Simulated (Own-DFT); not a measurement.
GaP (zincblende, atoms displaced) (calculated)

Computed with Own-DFT development build. A calculation, not a measurement: plane-wave PBE density functional theory by an unreviewed code, no spin, of a simulated periodic cell, stress positive in tension, free energy of the whole cell less one offset for each atom, forces on such cells passed a denser k mesh, this cell's mesh not checked; offsets are fitted by least squares, one for each functional and potential file, so energies compare only between cells with the same atoms and settings and are not formation energies; the far tail of each file's local potential was reset to the Coulomb form; each entry is a single point on an unrelaxed cell, so the pressure reflects the starting lattice, mostly measured values (interpolated for alloys), from which strain is counted, and rises with the displacements; printed positions are rounded, which can move forces by about a meV/angstrom; the program, named Own-DFT, is a retired in-house code; no spin-orbit coupling.

Settings shared by all entries: functional PBE; potential files PseudoDojo norm-conserving, scalar-relativistic, standard set; wave cutoff 42 hartree; occupations Fermi-Dirac; smearing width 0.1 eV; hardware one NVIDIA H100; k mesh 3 x 3 x 3 centred on Gamma.

(1) GaP (zincblende, atoms displaced)

```
GaP
1.0
     10.9010     0.0000     0.0000
      0.0000    10.9010     0.0000
      0.0000     0.0000    10.9010
Ga P Ga P Ga P Ga P Ga P Ga P Ga P Ga P
4 4 4 4 4 4 4 4 4 4 4 4 4 4 4 4
Direct
  0.97780 0.00215 0.98325
  0.98443 0.25360 0.25458
  0.27028 0.01327 0.25560
  0.25384 0.27181 0.01626
  0.10224 0.12412 0.13953
  0.10205 0.36130 0.37334
  0.36907 0.12363 0.37008
  0.36690 0.37160 0.12702
  0.00777 0.00340 0.48418
  0.98625 0.26387 0.75132
  0.24552 0.97994 0.77097
  0.25479 0.24348 0.49730
  0.13386 0.12279 0.60240
  0.13049 0.36554 0.88337
  0.36949 0.14053 0.87604
  0.38740 0.35831 0.61974
  0.00420 0.50343 0.02274
  0.98775 0.75122 0.27619
  0.24142 0.51423 0.25062
  0.24752 0.73799 0.01207
  0.13915 0.64530 0.12089
  0.10486 0.87808 0.38600
  0.38658 0.62578 0.37411
  0.39590 0.86987 0.15075
  0.99827 0.50694 0.51910
  0.99397 0.74518 0.74589
  0.25080 0.49702 0.76697
  0.25827 0.74702 0.50479
  0.12978 0.65558 0.60590
  0.12255 0.84820 0.85290
  0.37335 0.64606 0.88172
  0.35688 0.88610 0.60745
  0.49083 0.98650 0.00989
  0.51085 0.23920 0.24834
  0.74177 0.97256 0.24751
  0.74928 0.25218 0.01473
  0.66043 0.11855 0.14651
  0.62380 0.38388 0.37357
  0.88619 0.13778 0.37204
  0.87544 0.35204 0.13813
  0.50572 0.00822 0.49976
  0.47194 0.24773 0.74256
  0.77446 0.98799 0.75043
  0.76779 0.27250 0.48709
  0.59639 0.11754 0.61452
  0.62495 0.36652 0.84461
  0.89387 0.11464 0.86034
  0.86489 0.40335 0.62377
  0.50432 0.52395 0.02328
  0.49143 0.75223 0.23840
  0.75788 0.49076 0.25301
  0.76190 0.74472 0.99746
  0.62603 0.63290 0.12019
  0.64648 0.88920 0.36796
  0.86855 0.62683 0.38850
  0.87522 0.88418 0.14902
  0.49281 0.47152 0.51905
  0.50653 0.74869 0.77347
  0.74163 0.49125 0.75179
  0.74459 0.74034 0.48097
  0.60680 0.60394 0.60334
  0.60558 0.86596 0.85965
  0.84408 0.63683 0.87021
  0.88702 0.85580 0.61753
```

The calculation gives: free energy of cell above offsets -6.730 eV; pressure 9.79 GPa; stress xx -9.46 GPa; stress yy -10.06 GPa; stress zz -9.83 GPa; stress yz 0.86 GPa; stress xz 0.54 GPa; stress xy -2.72 GPa; wall time 547.2 s.

Force:
```csv
element,x (eV/Å),y (eV/Å),z (eV/Å)
Ga,3.485,-2.926,3.709
Ga,3.017,-1.56,0.217
Ga,-4.146,-2.7,-2.294
Ga,-2.449,-4.091,-1.637
P,2.187,-0.564,-1.816
P,2.525,2.919,1.498
P,3.315,2.23,1.821
P,3.545,2.962,2.755
Ga,-2.387,2.355,2.631
Ga,1.588,0.026,-1.691
Ga,1.142,2.521,-2.234
Ga,-0.523,1.166,-0.906
P,-1.228,-0.393,3.347
P,-1.715,1.415,-0.459
P,-1.292,-2.452,2.241
P,-6.173,0.925,0.179
Ga,-0.423,-0.265,-1.2
Ga,0.854,0.144,-1.534
Ga,0.297,-1.3,0.929
Ga,3.186,4.745,-3.569
P,-5.484,-3.38,4.653
P,4.583,-2.386,-2.631
P,-0.801,-0.752,0.572
P,-6.355,5.072,-4.714
Ga,1.945,0.691,-1.846
Ga,-0.747,-1.795,-0.229
Ga,0.167,0.921,-1.409
Ga,1.633,1.478,-3.419
P,-2.452,-4.683,3.36
P,-0.003,1.077,4.273
P,-0.065,-2.862,0.33
P,2.199,0.496,1.849
Ga,1.377,1.644,-1.278
Ga,-0.298,0.478,0.122
Ga,3.284,4.89,-1.86
Ga,-0.637,-0.506,-2.91
P,-3.305,1.008,-2.157
P,-0.502,-0.948,-0.237
P,-2.734,-2.642,1.95
P,-1.152,4.516,-2.642
Ga,-2.718,-3.512,-3.25
Ga,3.952,-2.494,1.717
Ga,-2.32,-0.659,-1.476
Ga,-1.264,-1.364,0.359
P,4.936,3.671,3.829
P,-1.536,-1.469,3.76
P,-3.161,3.11,-0.994
P,0.931,-2.509,0.83
Ga,-2.661,-3.084,-3.017
Ga,5.391,-4.991,4.886
Ga,-0.492,1.224,-0.246
Ga,-2.564,3.586,3.028
P,2.825,0.969,2.442
P,-6.162,-4.384,5.721
P,1.617,-3.064,-2.09
P,2.537,-2.582,-4.276
Ga,1.327,2.313,-4.341
Ga,-3.584,-4.197,-6.514
Ga,-0.612,2.761,-0.679
Ga,-2.014,1.604,2.645
P,2.118,3.196,2.792
P,5.837,5.784,4.665
P,4.033,-3.271,-2.323
P,-1.874,1.891,-1.229
```

(2) GaP (zincblende, atoms displaced)

```
GaP
1.0
     10.9010     0.0000     0.0000
      0.0000    10.9010     0.0000
      0.0000     0.0000    10.9010
Ga P Ga P Ga P Ga P Ga P Ga P Ga P Ga P
4 4 4 4 4 4 4 4 4 4 4 4 4 4 4 4
Direct
  0.00865 0.00241 0.02136
  0.99087 0.24813 0.28352
  0.24487 0.00088 0.25433
  0.25963 0.25990 0.01399
  0.13487 0.11192 0.10108
  0.12914 0.38324 0.38355
  0.36949 0.13537 0.37387
  0.35912 0.35885 0.12145
  0.99361 0.01312 0.49449
  0.98624 0.26290 0.75144
  0.25262 0.99279 0.74557
  0.25853 0.24008 0.51902
  0.10926 0.12859 0.61548
  0.13544 0.37834 0.87047
  0.36489 0.14188 0.86609
  0.38542 0.36042 0.62313
  0.99664 0.50111 0.98973
  0.01220 0.73086 0.24970
  0.24538 0.50371 0.25766
  0.25069 0.74686 0.98885
  0.13159 0.62381 0.13264
  0.12281 0.86168 0.36585
  0.37625 0.62425 0.37422
  0.39009 0.89555 0.10467
  0.96455 0.49733 0.52745
  0.99315 0.72491 0.72643
  0.24889 0.51420 0.76559
  0.21770 0.74505 0.49776
  0.13062 0.61499 0.62095
  0.11779 0.86470 0.88846
  0.35810 0.60525 0.87303
  0.36455 0.88096 0.65259
  0.51675 0.99730 0.01282
  0.52271 0.25877 0.24933
  0.73369 0.97489 0.25888
  0.72900 0.25557 0.99166
  0.63191 0.14129 0.12390
  0.61648 0.39382 0.38500
  0.87173 0.09750 0.35617
  0.88882 0.37425 0.10955
  0.48197 0.98983 0.50668
  0.47562 0.24456 0.75820
  0.75437 0.00808 0.76661
  0.74010 0.24718 0.51119
  0.60632 0.13201 0.63690
  0.60811 0.38233 0.89171
  0.87886 0.12177 0.88665
  0.87323 0.37772 0.61926
  0.48151 0.50061 0.01703
  0.49801 0.74548 0.25704
  0.75800 0.49636 0.26663
  0.73401 0.74175 0.98164
  0.62380 0.61384 0.13245
  0.62702 0.89413 0.38192
  0.88158 0.62954 0.34625
  0.85392 0.87636 0.10472
  0.50960 0.49791 0.50271
  0.49409 0.75259 0.74497
  0.74119 0.49727 0.75827
  0.74481 0.75249 0.49573
  0.62761 0.61987 0.62474
  0.60454 0.87516 0.87293
  0.86148 0.60854 0.86522
  0.89203 0.85105 0.64406
```

It finds free energy of cell above offsets -15.251 eV; pressure 7.24 GPa; stress xx -7.57 GPa; stress yy -7.44 GPa; stress zz -6.7 GPa; stress yz 0.45 GPa; stress xz 0.24 GPa; stress xy -2.71 GPa; wall time 552.8 s.

Force:
```csv
element,x (eV/Å),y (eV/Å),z (eV/Å)
Ga,-3.098,-2.737,-2.579
Ga,1.229,1.099,-2.469
Ga,0.844,0.041,-1.121
Ga,-4.401,-4.285,-5.367
P,2.161,3.032,4.057
P,-1.051,-1.003,1.529
P,0.897,-1.061,-0.164
P,4.706,4.91,5.84
Ga,0.241,-2.675,0.479
Ga,1.248,-1.167,0.785
Ga,-4.302,3.61,3.54
Ga,-1.21,0.673,-1.455
P,0.958,0.014,1.831
P,-1.503,-0.676,0.536
P,-2.092,-3.658,3.174
P,-0.796,3.105,-0.041
Ga,1.245,0.324,0.274
Ga,-0.071,2.781,-1.805
Ga,0.567,-0.948,-0.488
Ga,0.538,0.302,1.382
P,0.494,-0.485,-2.69
P,-0.781,2.367,0.122
P,-0.581,0.077,1.474
P,-3.613,-3.789,3.731
Ga,5.521,5.381,-5.899
Ga,2.883,-2.519,4.445
Ga,-3.045,-4.316,-5.118
Ga,3.005,0.345,-0.008
P,-1.107,-1.632,0.433
P,-0.751,0.484,-2.03
P,5.519,4.693,3.612
P,1.895,-3.464,-5.014
Ga,1.144,3.387,-2.047
Ga,-2.265,0.166,0.514
Ga,3.16,2.861,-5.255
Ga,3.057,0.333,-0.019
P,0.058,-2.479,1.126
P,2.943,-3.024,-2.011
P,-1.207,1.643,1.224
P,-1.719,-1.261,2.194
Ga,0.006,1.51,0.076
Ga,3.708,2.334,-0.807
Ga,-0.767,-1.118,-1.176
Ga,-0.333,-0.502,-0.957
P,1.463,-1.334,-0.366
P,-0.633,0.089,-2.14
P,-0.08,1.295,-0.089
P,-4.952,-4.665,4.146
Ga,0.159,-0.096,-0.073
Ga,0.564,1.303,-1.301
Ga,-0.443,-1.202,-2.634
Ga,0.019,-0.143,0.658
P,-0.065,0.72,-0.094
P,-4.009,-3.921,3.566
P,-1.809,-0.623,4.854
P,0.779,-0.826,1.289
Ga,-3.168,1.552,1.824
Ga,-0.042,-1.697,0.621
Ga,-1.478,-1.813,-0.909
Ga,1.391,-0.038,0.181
P,-0.365,1.054,0.161
P,1.934,-0.016,-0.515
P,1.886,2.077,1.009
P,-4.484,5.609,-4.048
```

(3) GaP (zincblende, atoms displaced)

```
GaP
1.0
     10.9010     0.0000     0.0000
      0.0000    10.9010     0.0000
      0.0000     0.0000    10.9010
Ga P Ga P Ga P Ga P Ga P Ga P Ga P Ga P
4 4 4 4 4 4 4 4 4 4 4 4 4 4 4 4
Direct
  0.02244 0.00197 0.02403
  0.99113 0.25989 0.23173
  0.25407 0.00802 0.25234
  0.26988 0.25756 0.02288
  0.12097 0.10572 0.14639
  0.12236 0.36532 0.38962
  0.36571 0.10442 0.38411
  0.37027 0.38217 0.12932
  0.01091 0.00103 0.48587
  0.00917 0.26717 0.75044
  0.24633 0.02777 0.75573
  0.23906 0.24765 0.51266
  0.13470 0.13542 0.62137
  0.12603 0.37542 0.86617
  0.39029 0.13502 0.89549
  0.36313 0.38060 0.60079
  0.00293 0.51609 0.98335
  0.00267 0.73571 0.24068
  0.26368 0.48083 0.26022
  0.25726 0.75444 0.00094
  0.13152 0.62520 0.13217
  0.11085 0.87876 0.37842
  0.37477 0.62304 0.37272
  0.36820 0.90782 0.15505
  0.98685 0.50059 0.49728
  0.99173 0.74804 0.75729
  0.27357 0.50849 0.75028
  0.26424 0.74393 0.50256
  0.11570 0.62222 0.62672
  0.11350 0.87991 0.86928
  0.37808 0.62839 0.88411
  0.36887 0.86894 0.63203
  0.49558 0.01739 0.99447
  0.47786 0.22464 0.24744
  0.76638 0.99803 0.25496
  0.75400 0.25250 0.01023
  0.65074 0.11180 0.14068
  0.61943 0.36673 0.35241
  0.88457 0.12508 0.37696
  0.88211 0.37629 0.11043
  0.47380 0.98678 0.50165
  0.49764 0.26749 0.74568
  0.75706 0.98273 0.75975
  0.75317 0.26229 0.49492
  0.65744 0.13051 0.60715
  0.63561 0.37098 0.86686
  0.84483 0.11507 0.88268
  0.90012 0.37992 0.60247
  0.50483 0.48308 0.98567
  0.49119 0.73918 0.25033
  0.74192 0.50088 0.26817
  0.70944 0.77048 0.99748
  0.63341 0.61588 0.12069
  0.60915 0.83557 0.34302
  0.89587 0.63835 0.37203
  0.85671 0.87787 0.14526
  0.50632 0.51034 0.50527
  0.50649 0.73155 0.72170
  0.73861 0.50263 0.72535
  0.77167 0.75348 0.49768
  0.63042 0.63389 0.61975
  0.62192 0.88380 0.88483
  0.86312 0.63450 0.87177
  0.86131 0.88447 0.60125
```

The calculation gives: free energy of cell above offsets -14.110 eV; pressure 7.25 GPa; stress xx -6.45 GPa; stress yy -8.12 GPa; stress zz -7.18 GPa; stress yz -0.65 GPa; stress xz -0.32 GPa; stress xy 0.03 GPa; wall time 551.8 s.

Force:
```csv
element,x (eV/Å),y (eV/Å),z (eV/Å)
Ga,-3.89,-2.463,-2.997
Ga,1.174,-1.371,1.969
Ga,-4.411,0.489,3.71
Ga,-3.546,-2.218,-2.046
P,1.299,4.952,0.183
P,-0.421,0.78,-2.248
P,-0.378,3.402,0.666
P,3.33,-0.138,0.046
Ga,-1.409,1.671,2.308
Ga,-1.894,-2.236,-0.632
Ga,0.624,-1.713,1.164
Ga,2.064,0.701,-3.117
P,-3.265,-2.3,2.143
P,2.292,1.32,2.053
P,-2.916,2.829,-3.677
P,2.056,0.816,2.187
Ga,0.152,-0.515,0.531
Ga,0.162,3.119,-0.667
Ga,-2.653,1.546,1.731
Ga,-0.921,1.463,0.9
P,1.148,-1.208,-1.336
P,3.228,-2.8,-1.914
P,-0.121,-0.819,0.417
P,4.408,-5.303,-5.57
Ga,3.898,3.464,-2.651
Ga,0.067,0.447,-1.675
Ga,-2.339,-0.505,-0.628
Ga,-2.665,0.209,-0.18
P,1.314,0.37,0.192
P,1.341,0.529,0.736
P,1.47,-0.094,-0.844
P,-0.204,0.526,1.266
Ga,2.865,-2.96,3.744
Ga,1.639,0.25,-0.204
Ga,-1.759,0.845,3.824
Ga,-0.881,-0.643,-0.285
P,-3.341,2.068,-1.739
P,-1.014,-0.362,2.272
P,-0.649,1.383,-0.47
P,-0.445,2.329,0.233
Ga,3.749,-0.708,-0.081
Ga,0.483,-1.298,-1.219
Ga,-0.662,0.565,-1.826
Ga,1.011,0.521,-1.552
P,-3.512,-1.919,2.224
P,-0.066,0.176,-0.099
P,3.865,1.163,0.31
P,-4.663,-3.062,3.971
Ga,0.424,1.283,1.014
Ga,-3.473,-2.806,-4.522
Ga,1.988,1.078,-1.523
Ga,4.399,-3.616,3.715
P,-1.698,-0.165,-0.245
P,5.58,5.611,5.785
P,-2.605,-2.505,1.032
P,3.427,-3.49,-4.022
Ga,-0.116,-1.149,-1.804
Ga,-2.65,2.947,4.064
Ga,2.429,-1.188,1.736
Ga,-2.916,-1.572,-2.682
P,2.119,-1.18,-2.828
P,-3.856,1.879,-4.349
P,-1.302,-0.196,0.281
P,2.636,1.771,3.222
```
